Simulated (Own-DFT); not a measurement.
Simulation results for Si3N4 (beta silicon nitride, strained, atoms displaced)

All values are calculated (Own-DFT development build). A calculation, not a measurement: plane-wave PBE density functional theory by an unreviewed code, no spin, of a simulated periodic cell, stress positive in tension, free energy of the whole cell less one offset for each atom, forces on such cells moved up to 12 meV/angstrom on a denser k mesh; offsets are fitted by least squares, one for each functional and potential file, so energies compare only between cells with the same atoms and settings and are not formation energies; the far tail of each file's local potential was reset to the Coulomb form; each entry is a single point on an unrelaxed cell, so the pressure reflects the starting lattice, mostly measured values (interpolated for alloys), from which strain is counted, and rises with the displacements; printed positions are rounded, which can move forces by about a meV/angstrom; the program, named Own-DFT, is a retired in-house code; no spin-orbit coupling; before rounding, a Quantum ESPRESSO 7.3.1 run of the same cell and cutoff gave forces within 1 meV/angstrom rms on each cell, which checks the program and not the settings.

Common to all runs: functional PBE; potential files PseudoDojo norm-conserving, scalar-relativistic, standard set; wave cutoff 42 hartree; occupations Fermi-Dirac; smearing width 0.1 eV; k mesh 2 x 2 x 4 centred on Gamma.

(1) Si3N4 (beta silicon nitride, strained, atoms displaced)

```xyz
112
Lattice="14.9587 0.2643 -0.2044 -7.2505 12.9509 0.2534 -0.0782 0.0668 5.8552" Properties=species:S:1:pos:R:3 Si3N4
Si    -1.5362     5.0672     0.8567
Si     0.1771     2.6984     0.7197
Si     1.3816     5.4157     0.7173
Si     5.3106     1.7612     2.2158
Si     3.5989     4.0422     2.1474
Si     2.4078     1.1522     2.1866
N      2.3066     0.2127     0.6650
N      6.1872     2.0240     0.5086
N      2.8073     4.4198     0.7529
N      1.3400     6.4376     2.1960
N     -2.3952     4.5602     2.3532
N      1.0476     2.1805     2.1238
N      0.1221     4.3389     0.7328
N      3.8071     2.2640     2.1841
Si    -1.4617     5.1151     3.7644
Si     0.1353     2.7575     3.6127
Si     1.4167     5.4096     3.7583
Si     5.2879     1.6105     5.0872
Si     3.5264     3.9834     5.1253
Si     2.3240     1.2941     5.0555
N      2.1789     0.3592     3.6415
N      6.1018     2.1051     3.5988
N      2.6989     4.4486     3.6531
N      1.3671     6.4704     5.2245
N     -2.3337     4.5677     5.2305
N      1.1089     2.2093     5.1126
N      0.0040     4.3656     3.7749
N      3.7061     2.3437     5.1462
Si    -5.1224    11.4197     0.9547
Si    -3.2652     9.0961     1.0195
Si    -2.1988    11.8362     1.0037
Si     1.6225     8.0251     2.3552
Si    -0.0566    10.4535     2.3093
Si    -1.2149     7.6445     2.3501
N     -1.3031     6.6982     0.8472
N      2.5965     8.5174     0.8063
N     -0.8720    10.8627     0.8577
N     -2.2038    12.7919     2.3520
N     -5.9643    11.0059     2.4679
N     -2.6377     8.7241     2.3248
N     -3.6655    10.8408     0.9236
N      0.0614     8.6410     2.3385
Si    -5.2245    11.5057     3.8403
Si    -3.4030     9.1508     3.8943
Si    -2.0986    11.9969     3.8510
Si     1.6751     8.1694     5.2254
Si    -0.0543    10.4346     5.2603
Si    -1.2966     7.6473     5.2069
N     -1.3006     6.7405     3.7583
N      2.4813     8.5814     3.6751
N     -0.9545    11.0012     3.8399
N     -2.1469    12.8549     5.2825
N     -5.9828    11.0483     5.3108
N     -2.6584     8.7350     5.2236
N     -3.5591    10.8613     3.8151
N      0.0504     8.7760     5.2497
Si     5.9083     5.1330     0.7218
Si     7.6871     2.7994     0.7038
Si     8.9483     5.4631     0.6765
Si    12.7911     1.7253     2.0979
Si    11.0326     4.0958     2.1049
Si     9.9302     1.2796     2.1375
N      9.8568     0.2991     0.6134
N     13.6221     2.3041     0.5890
N     10.2617     4.5844     0.7067
N      8.9142     6.5585     2.1801
N      5.1642     4.7420     2.1346
N      8.4847     2.3203     2.1341
N      7.5502     4.4540     0.6863
N     11.2449     2.3758     2.0181
Si     5.8906     5.1528     3.6518
Si     7.7323     2.8381     3.5619
Si     8.8700     5.5895     3.4461
Si    12.8272     1.7866     4.9913
Si    11.0303     4.1904     5.0383
Si     9.7392     1.3345     5.0255
N      9.8156     0.3290     3.5445
N     13.6004     2.3038     3.5660
N     10.2433     4.6207     3.5170
N      8.8480     6.5510     5.1277
N      5.0770     4.6869     5.1897
N      8.3838     2.4018     5.0359
N      7.4672     4.5212     3.5576
N     11.1677     2.4821     4.9432
Si     2.3246    11.5899     0.8695
Si     4.1198     9.2632     0.8415
Si     5.3693    12.1475     0.8105
Si     9.1653     8.2576     2.1794
Si     7.3860    10.6142     2.2309
Si     6.2363     7.7516     2.2592
N      6.1470     6.9391     0.6898
N     10.0155     8.7041     0.7211
N      6.6093    11.1086     0.7613
N      5.3410    12.9743     2.2865
N      1.4495    11.1818     2.3454
N      4.8652     8.7558     2.1193
N      3.8947    11.0017     0.7980
N      7.6454     8.8682     2.0862
Si     2.2775    11.5957     3.7594
Si     4.0880     9.3394     3.8372
Si     5.2920    12.0983     3.8034
Si     9.1027     8.2465     5.1067
Si     7.3700    10.5827     5.1727
Si     6.1183     7.9070     5.1356
N      6.2242     6.9513     3.6508
N      9.9009     8.6723     3.5799
N      6.6523    11.1042     3.7351
N      5.3119    13.0517     5.2307
N      1.4284    11.1825     5.2616
N      4.8254     8.9222     5.1110
N      3.8456    10.9853     3.7733
N      7.5220     8.9352     5.0501
```

- free energy of cell above offsets: -3.593 eV
- pressure: 13.86 GPa
- stress xx: -18.15 GPa
- stress yy: -14.82 GPa
- stress zz: -8.61 GPa
- stress yz: 4.57 GPa
- stress xz: -7.75 GPa
- stress xy: 8.29 GPa

Force:
```tsv
element	x (eV/Å)	y (eV/Å)	z (eV/Å)
Si	0.136	-3.25	0.207
Si	4.736	-2.458	-0.732
Si	1.441	0.723	2.521
Si	2.335	-4.821	-4.146
Si	-0.909	-2.385	1.901
Si	0.173	0.26	-2.304
N	0.491	0.666	0.948
N	1.145	1.265	6.501
N	-0.905	1.197	-1.808
N	0.181	-5.131	1.133
N	2.439	1.28	-0.834
N	-2.339	1.788	1.488
N	-3.053	2.224	0.513
N	-4.015	2.34	0.028
Si	-3.905	-3.191	0.297
Si	4.924	-4.128	0.414
Si	-2.951	3.396	-1.249
Si	-2.032	-0.986	-2.911
Si	-0.984	0.288	0.518
Si	5.022	-5	1.623
N	0.917	-2.667	-0.067
N	1.901	0.866	1.215
N	3.728	-1.21	-0.471
N	0.193	-1.119	-2.587
N	-0.128	1.216	-0.06
N	-9.612	6.553	0.014
N	1.739	2.966	-0.431
N	0.881	-2.203	-0.564
Si	-3.706	2.475	-0.296
Si	-6.766	3.505	-9.51
Si	-2.978	1.189	-3.172
Si	2.196	2.437	-2.885
Si	-2.513	-1.154	1.638
Si	-2.568	0.235	-2.028
N	0.082	1.809	0.408
N	-2.073	-0.562	0.629
N	2.22	-1.59	0.032
N	0.805	3.913	1.182
N	-1.861	-0.176	-2.817
N	5.291	-3.837	8.298
N	6.854	-2.651	0.14
N	1.603	4.271	0.034
Si	3.364	1.129	2.344
Si	-3.807	2.5	-4.318
Si	-8.25	2.047	-0.455
Si	0.116	0.122	-0.432
Si	-3.497	1.539	-0.222
Si	0.163	2.205	1.239
N	-0.012	1.035	0.849
N	0.782	0.17	2.665
N	8.943	-6.621	-1.159
N	-0.361	0.976	2.002
N	-1.795	-0.475	1.053
N	2.646	-2.391	4.913
N	-0.871	1.265	0.34
N	0.493	-1.787	-0.162
Si	3.794	2.803	-1.029
Si	0.319	-1.293	-1.894
Si	-4.371	4.918	-0.263
Si	1.364	1.14	-0.856
Si	0.574	-0.805	0.981
Si	-1.257	0.27	-1.849
N	-0.341	2.604	0.871
N	-1.802	-1.885	0.735
N	3.708	-2.382	-2.169
N	-0.096	-0.352	-4.062
N	-1.877	-0.592	2.594
N	1.418	-1.008	-0.176
N	-1.16	1.893	0.266
N	-0.757	0.113	0.474
Si	1.228	1.448	1.088
Si	-2.017	0.06	0.335
Si	-1.629	-0.113	5.72
Si	-2.506	1.661	0.271
Si	-0.798	-0.614	-0.455
Si	1.723	0.98	-0.231
N	-0.167	1.399	1.119
N	-1.158	-1.438	-1.59
N	0.431	-0.579	1.359
N	0.432	-1.685	-1.685
N	-0.189	0.681	-3.295
N	1.814	-1.158	1.224
N	0.745	0.631	0.004
N	0.02	-2.034	0.467
Si	0.172	-0.647	-0.242
Si	-1.737	2.553	-3.804
Si	-4.173	-2.19	0.759
Si	0.908	-0.631	-2.333
Si	1.13	-1.586	0.052
Si	1.403	3.118	-4.524
N	-0.237	-3.227	1.511
N	0.759	-0.498	-0.547
N	2.781	-2.001	-0.069
N	0.119	1.154	1.174
N	0.499	-0.025	-1.105
N	1.64	-0.273	6.833
N	1.918	-0.169	0.322
N	-3.762	1.261	0.725
Si	-0.002	0.192	1.666
Si	-3.273	0.097	-8.391
Si	-1.825	-1.301	-1.101
Si	0.797	0.265	0.056
Si	1.634	1.431	0.629
Si	3.283	-1.11	-0.702
N	-1.379	-3.541	3.284
N	2.924	0.897	3.153
N	-0.951	0.18	-1.176
N	0.109	1.159	-1.307
N	1.243	0.642	-0.432
N	1.217	-0.986	5.876
N	1.699	1.793	-0.242
N	-0.39	-1.281	0.515
```

(2) Si3N4 (beta silicon nitride, strained, atoms displaced)

```xyz
112
Lattice="15.4354 -0.0414 0.2830 -7.7535 13.0579 -0.4026 0.1082 -0.1153 5.8675" Properties=species:S:1:pos:R:3 Si3N4
Si    -1.6347     5.0644     0.6064
Si     0.2421     2.5783     0.6409
Si     1.3712     5.3844     0.6121
Si     5.5437     1.4108     2.3413
Si     3.6387     3.7939     2.1398
Si     2.4864     1.1441     2.2107
N      2.4790     0.1787     0.7455
N      6.2629     2.0049     0.8178
N      2.8008     4.3077     0.6708
N      1.4498     6.2382     2.0445
N     -2.3844     4.5096     2.0547
N      1.0804     2.0894     2.1135
N     -0.0294     4.2821     0.6020
N      3.8429     2.1531     2.2492
Si    -1.6457     5.0243     3.6189
Si     0.2783     2.5658     3.5509
Si     1.4517     5.2753     3.5415
Si     5.5697     1.4030     5.1976
Si     3.6864     3.7185     5.1713
Si     2.5290     0.9916     5.1034
N      2.5237     0.1131     3.7137
N      6.4478     1.8016     3.6432
N      2.8558     4.2743     3.5851
N      1.4924     6.1813     4.9461
N     -2.3870     4.4162     5.0404
N      1.1279     2.1157     5.0301
N     -0.0266     4.3382     3.5872
N      4.0273     2.0544     5.2116
Si    -5.4790    11.5503     0.4072
Si    -3.6607     9.0516     0.4412
Si    -2.4584    11.9406     0.4439
Si     1.6749     7.8790     1.9413
Si    -0.2739    10.2884     2.0516
Si    -1.4223     7.5791     2.0809
N     -1.4207     6.7880     0.5583
N      2.4471     8.4484     0.6399
N     -1.0608    10.8685     0.5022
N     -2.4151    12.7292     1.9835
N     -6.3382    11.0938     1.8174
N     -2.7957     8.7137     1.9573
N     -3.7993    10.8747     0.4289
N      0.0888     8.6924     2.0428
Si    -5.4580    11.4725     3.4341
Si    -3.6035     9.0089     3.3344
Si    -2.3742    11.8060     3.3987
Si     1.6934     7.9962     5.0009
Si    -0.1231    10.3140     4.9526
Si    -1.4013     7.5109     4.9501
N     -1.3561     6.6244     3.4877
N      2.5110     8.4973     3.6302
N     -1.0731    10.8092     3.4604
N     -2.3630    12.7192     4.9651
N     -6.2853    11.0299     4.7551
N     -2.6261     8.5916     4.8826
N     -3.8314    10.7861     3.3816
N      0.0217     8.7028     5.0373
Si     6.0565     4.9297     0.7592
Si     7.9322     2.6068     0.7938
Si     9.0974     5.2810     0.7944
Si    13.2367     1.4523     2.4537
Si    11.3433     3.8810     2.3848
Si    10.1547     1.0778     2.3464
N     10.2054     0.1651     0.9551
N     14.0150     1.9443     0.9316
N     10.4769     4.2690     0.9264
N      9.0524     6.2380     2.1955
N      5.2850     4.5662     2.1402
N      8.8100     2.1277     2.2847
N      7.7270     4.3639     0.8240
N     11.6397     2.0683     2.4060
Si     6.1012     4.9276     3.7094
Si     8.0585     2.5136     3.6517
Si     9.1734     5.3038     3.7837
Si    13.3508     1.3438     5.3190
Si    11.4151     3.8067     5.2684
Si    10.3291     1.0908     5.1898
N     10.2970     0.1202     3.8466
N     14.0535     1.8534     3.8431
N     10.5966     4.3112     3.7497
N      9.1992     6.1440     5.2019
N      5.3293     4.3545     5.1345
N      8.8739     2.0746     5.1257
N      7.8006     4.1583     3.7160
N     11.5598     2.0361     5.3043
Si     2.1732    11.4880     0.4346
Si     4.0223     9.1768     0.6304
Si     5.2551    11.9088     0.5493
Si     9.3910     7.9127     2.1475
Si     7.5441    10.3662     2.2106
Si     6.2950     7.5816     2.2282
N      6.3124     6.7282     0.7809
N     10.2296     8.4791     0.6993
N      6.6789    10.8661     0.5266
N      5.2943    12.6920     2.0874
N      1.5176    10.9914     2.0618
N      4.8478     8.5890     2.0665
N      3.7941    10.8245     0.5598
N      7.6153     8.6450     2.2024
Si     2.1827    11.4466     3.4329
Si     4.1844     9.0945     3.6294
Si     5.2646    11.8228     3.5472
Si     9.4493     7.8643     5.0671
Si     7.5331    10.2521     5.0972
Si     6.3839     7.5303     5.0131
N      6.4008     6.6245     3.6955
N     10.1692     8.3855     3.6283
N      6.7148    10.7039     3.5875
N      5.3254    12.6615     5.1008
N      1.4665    10.9641     4.8855
N      4.9447     8.5565     5.0387
N      3.9260    10.7411     3.5349
N      7.8093     8.6052     5.0407
```

* free energy of cell above offsets: -6.628 eV
* pressure: 5.39 GPa
* stress xx: 0.18 GPa
* stress yy: -9.64 GPa
* stress zz: -6.73 GPa
* stress yz: -6.51 GPa
* stress xz: 6.54 GPa
* stress xy: -1.08 GPa

Force:
```tsv
element	x (eV/Å)	y (eV/Å)	z (eV/Å)
Si	1.371	-2.145	0.459
Si	-1.42	1.046	0.356
Si	-0.323	-2.174	-2.218
Si	-2.173	-0.047	-2.898
Si	1.036	2.106	0.064
Si	0.728	-2.294	0.105
N	-0.373	1.539	-0.287
N	1.191	-0.544	0.254
N	-1.335	1.022	1.815
N	-0.134	-0.658	1.42
N	-1.742	0.81	1.192
N	-0.99	0.337	-0.235
N	0.3	1.938	0.311
N	2.22	-2.069	0.214
Si	1.326	-4.513	-2.531
Si	-1.177	1.765	1.115
Si	-0.692	-0.449	-0.547
Si	1.489	-0.553	0.223
Si	1.06	0.371	-3.418
Si	1.11	1.865	2.29
N	-0.224	0.468	-2.482
N	0.357	0.355	3.579
N	0.268	-0.169	1.35
N	0.007	2.042	2.764
N	-0.606	1.314	-0.079
N	1.008	-1.532	-0.448
N	0.772	-1.513	-0.342
N	-3.04	-0.832	-0.77
Si	0.895	-1.688	-0.885
Si	2.696	4.534	0.16
Si	0.217	-3.175	2.689
Si	-0.925	3.423	5.563
Si	1.819	2.89	-2.112
Si	1.982	3.245	-1.445
N	-0.456	-2.106	0.247
N	0.61	0.173	-2.891
N	0.321	0.701	1.791
N	0.013	2.362	-0.885
N	0.962	0.27	1.705
N	1.734	-2.707	-2.117
N	-2.182	-1.472	0.019
N	-1.54	-4.449	0.286
Si	1.747	-0.732	-4.322
Si	-1.191	3.473	3.793
Si	-3.114	0.185	1.619
Si	-1.339	-0.583	-0.018
Si	-1.625	1.759	-0.812
Si	4.223	2.57	0.515
N	-0.391	2.236	0.311
N	-0.041	-1.345	-2.594
N	2.724	-1.252	1.108
N	0.368	2.494	-4.282
N	-0.693	-0.587	3.04
N	-4.114	0.477	-1.379
N	-0.104	-0.553	0.234
N	1.004	-5.553	-0.624
Si	2.482	2.565	-2.322
Si	0.024	0.518	-0.714
Si	-0.163	1.008	0.231
Si	-1.898	-1.756	-2.467
Si	3.232	-3.333	-3.196
Si	2.649	-0.401	0.699
N	-0.919	-0.486	-3.317
N	0.886	-0.617	0.334
N	0.866	0.732	-1.373
N	1.364	0.172	2.261
N	-2.513	-1.434	3.661
N	0.824	-0.921	-3.509
N	-1.824	-2.6	-0.569
N	-1.41	1.896	-0.105
Si	1.758	-1.64	-1.439
Si	-2.227	0.297	3.643
Si	-2.053	-1.827	-3.33
Si	-2.862	0.162	1.624
Si	-0.488	-2.227	0.54
Si	-4.368	-3.456	2.932
N	-1.006	-1.205	-1.868
N	2.374	0.417	1.686
N	-0.624	1.18	3.612
N	0.816	1.6	1.175
N	-0.131	0.809	0.203
N	-0.488	-0.463	1.56
N	-1.196	3.658	0.177
N	6.809	4.031	0.132
Si	1.998	0.986	3.412
Si	1.283	-1.23	0.701
Si	-0.631	-4.653	4.452
Si	-3.402	1.509	0.073
Si	-0.803	-0.964	-3.569
Si	-0.598	1.327	-1.557
N	-0.468	-2.08	-3.351
N	-2.878	-2.269	-0.295
N	-2.053	1.51	5.742
N	0.663	2.822	-0.346
N	-4.502	-1.016	-4.651
N	0.42	-0.504	1.428
N	0.506	1.665	-0.289
N	3.861	-0.355	-0.437
Si	5.106	0.718	1.578
Si	-1.874	-0.489	-2.117
Si	0.319	-2.425	0.32
Si	-2.544	1.234	1.877
Si	1.942	0.163	-3.917
Si	0.405	2.714	6.248
N	-0.607	-2.236	-3.049
N	1.946	-0.526	-0.475
N	-1.789	2.305	1.954
N	0.351	4.441	-5.523
N	-1.269	0.143	0.392
N	1.38	-1.179	0.604
N	-1.285	2.597	0.161
N	0.99	-2.965	0.403
```
